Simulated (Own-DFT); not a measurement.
# One host, several defects: 2H SiC

Everything here is calculated. The program is Own-DFT (plane waves, in-house, since retired, never reviewed by a person); positions were held fixed, and spin and spin-orbit coupling were off.

Settings: PBE; PseudoDojo norm-conserving scalar-relativistic files; cutoff 42 hartree; 4 x 4 x 3 k mesh centred on Gamma; Fermi-Dirac smearing of 0.1 eV.

Keep in mind (not all hold for every row): some atoms lie very close together; not probed for a lower state with spin; forces on such cells moved up to 12 meV/angstrom on a denser k mesh; forces on such cells passed a denser k mesh, each cell not checked; stress not checked against mesh or cutoff.

All runs share one cell, with vectors in Å (9.248, 0.000, 0.000); (-4.624, 8.009, 0.000); (0.000, 0.000, 10.068) and a volume of 745.7 Å³. The atoms are randomly displaced, by u rms on each axis. The defect's site can differ from row to row.

```
                    cell     formula   u (Å)  P (GPa)
               no defect     C36Si36  0.0278     3.80
               no defect     C36Si36  0.0285     3.89
               no defect     C36Si36  0.0594     6.05
      one C on a Si site     C37Si35  0.0302     2.09
      one C on a Si site     C37Si35  0.0504     3.60
      one C on a Si site     C37Si35  0.0507     3.51
two Al on a Si site each  Al2C36Si34  0.0289     5.86
two Al on a Si site each  Al2C36Si34  0.0295     5.90
two Al on a Si site each  Al2C36Si34  0.0486     7.07
           one C vacancy     C35Si36  0.0290     3.70
           one C vacancy     C35Si36  0.0305     3.59
           one C vacancy     C35Si36  0.0313        ?
           one C vacancy     C35Si36  0.0336     3.94
      one Si on a C site     C35Si37  0.0302    10.55
      one Si on a C site     C35Si37  0.0514    12.03
      one Si on a C site     C35Si37  0.0535    12.69
```

## What the rows give

P = P0 + c u² + a shift for each defect gives P0 = 3.11 GPa, c = 860 ± 46 GPa/Å² and a scatter of 0.15 GPa. The shifts, and each times the cell's volume:

- one Si on a C site: 6.80 ± 0.12 GPa, 31.7 eV
- two Al on a Si site each: 2.00 ± 0.12 GPa, 9.3 eV (4.6 eV for each of its 2 sites)
- one C vacancy: -0.20 ± 0.13 GPa, -0.9 eV (not resolved)
- one C on a Si site: -1.77 ± 0.12 GPa, -8.3 eV

Against the defect-free cell, a freed cell would be larger where the shift is positive and smaller where it is negative (160.2 GPa Å³ is 1 eV). The atoms around the defects weren't relaxed, which would change these numbers.

## Withheld run

Asked: what pressure belongs in the blank (one C vacancy, u = 0.0313 Å)?

The fitted form gives 3.75 ± 0.17 GPa. DFT gave 3.46 GPa.
